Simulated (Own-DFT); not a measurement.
# How strain changes the stress of 2H SiC, 32 atoms (C16Si16)

Calculated results; nothing here was measured. The program, named Own-DFT, is a retired in-house plane-wave density functional code that no person has reviewed. Each row is one single-point run on a periodic cell that was not relaxed, without spin or spin-orbit coupling.

Settings of every run: PBE; PseudoDojo norm-conserving scalar-relativistic files; cutoff 42 hartree; 5 x 5 x 3 k mesh centred on Gamma; Fermi-Dirac smearing of 0.1 eV.

Known limits: forces on such cells passed a denser k mesh, each cell not checked; stress not checked against mesh or cutoff.

Unstrained cell vectors in Å: (6.165, 0.000, 0.000); (-3.083, 5.339, 0.000); (0.000, 0.000, 10.068). The unstrained cell has measured lattice constants (interpolated for alloys), not those of this functional. That, the random moves and any unrelaxed bonds set the pressure at no strain. Each run strains this cell uniformly, with the atoms carried along. Every atom was also moved at random, by a Gaussian of width 0.05 Å on each axis. Strain is the symmetric tensor, in per cent. Stress is positive in tension, and the pressure is minus a third of its trace.

```
run  e_xx (%)  e_yy (%)  e_zz (%)  e_yz (%)  e_xz (%)  e_xy (%)  s_xx (GPa)  s_yy (GPa)  s_zz (GPa)  s_yz (GPa)  s_xz (GPa)  s_xy (GPa)  P (GPa)  E (meV/atom)
  1     -0.88     -1.97     -0.34     -0.78      1.28     -0.04      -14.28      -19.92       -8.98       -4.87        4.62       -1.01    14.39          68.0
  2     -0.34     -0.54     -1.60     -0.32      1.01     -1.99       -6.92       -8.10      -20.39       -1.69        3.03       -8.80    11.80          52.3
  3      0.20      0.20      0.49      1.71      0.83     -1.64       -4.74       -1.96       -3.56        4.14        1.05       -4.75     3.42          40.6
  4      1.74      0.64     -0.68      1.50     -0.78      0.47        4.89       -1.43       -7.69        4.42       -3.09        3.75     1.41          21.0
  5      1.91      1.44     -0.28     -0.40     -0.28     -1.57        6.72        5.29       -8.60       -1.64        0.02       -6.08    -1.14          25.8
  6     -1.76      1.85      0.66     -0.77     -1.01     -0.69      -10.46        4.01       -2.44       -1.61       -2.41       -3.35     2.97          11.1
  7      0.64     -0.26      1.96      1.41      0.05     -0.56        0.53       -1.82        2.92        4.32       -1.24       -1.38    -0.54           0.0
  8      0.20     -1.91     -1.54     -0.60      1.66      1.80       -3.59      -15.44      -19.94       -2.82        5.00        7.06    12.99          43.5
  9     -0.28     -1.99      1.30     -1.10      1.16      1.88       -6.34      -18.91        1.06       -2.10        3.87        8.63     8.06          33.9
 10     -0.04      1.65      1.29     -1.23      1.04     -0.38       -4.39        5.31        2.35       -3.81        2.32       -4.02    -1.09           0.0
 11      1.89     -1.20     -1.91     -0.30      0.39     -0.16        2.36       -7.52      -22.01       -0.29        2.04       -0.95     9.06          50.1
 12      0.20      1.02      0.78      0.20      1.08     -1.87        0.98        2.60       -7.01        0.28        2.92       -6.65     1.14          21.8
 13     -0.13     -0.93      1.44     -0.55      0.01      0.18       -3.85       -9.47        0.22        0.31       -0.76        2.36     4.36          23.4
 14      0.69      0.21     -1.17     -0.97     -1.03      1.54       -0.47       -3.89      -13.82       -1.23       -2.33        7.32     6.06          38.3
 15     -0.49     -0.46      0.93     -0.71      1.19     -1.66       -8.05       -8.79       -0.69       -1.48        2.91       -8.16     5.84          45.4
 16      1.05      1.70     -0.39     -1.41      1.90     -1.80        2.94        6.66      -10.64       -3.93        5.51       -8.65     0.35          27.7
 17     -0.90     -0.95     -0.43      0.62      1.49      0.55      -10.46       -9.34      -10.92        1.93        4.93        0.32    10.24          15.4
 18     -0.68      1.77     -0.44     -0.53     -0.12      1.36           ?           ?           ?           ?           ?           ?        ?             ?
```

E is the free energy for each atom above the lowest run shown.

## Worked fit

Each stress component was fitted by least squares to a constant and the strains of the runs shown, as fractions, with shears doubled. Shear strains stay in the fit of a normal stress only where such slopes are resolved. The slopes, in GPa:

| stress | at no strain | per e_xx | per e_yy | per e_zz | scatter |
|---|---|---|---|---|---|
| s_xx | -4.3 | 527 ± 47 | 103 ± 35 | 54 ± 41 | 1.74 |
| s_yy | -4.7 | 136 ± 49 | 589 ± 37 | 29 ± 43 | 1.84 |
| s_zz | -7.8 | 6 ± 60 | 39 ± 45 | 646 ± 52 | 2.22 |

Each shear stress against twice its own strain: yz 129 ± 15, xz 137 ± 10, xy 203 ± 14 GPa. These are stiffnesses along x, y and z of the frame in which the cell vectors are given, which need not be the crystal's axes. The atoms are held to the strained lattice; where symmetry lets them move under strain, relaxing them would lower some slopes. The table should be nearly symmetric about its diagonal, and what it lacks of that shows the noise. A ninth of its sum, 237 ± 6 GPa, estimates the bulk modulus near the mean pressure of these runs, 5.3 GPa, so it lies above the value at zero pressure.

## Withheld run

Question: what normal stresses and pressure should run 18 give?

The fit gives s_xx = -6.3, s_yy = 4.7, s_zz = -10.0 and P = 3.9 GPa. The calculation gave -7.80, 4.21, -8.63 and P = 4.07 GPa.
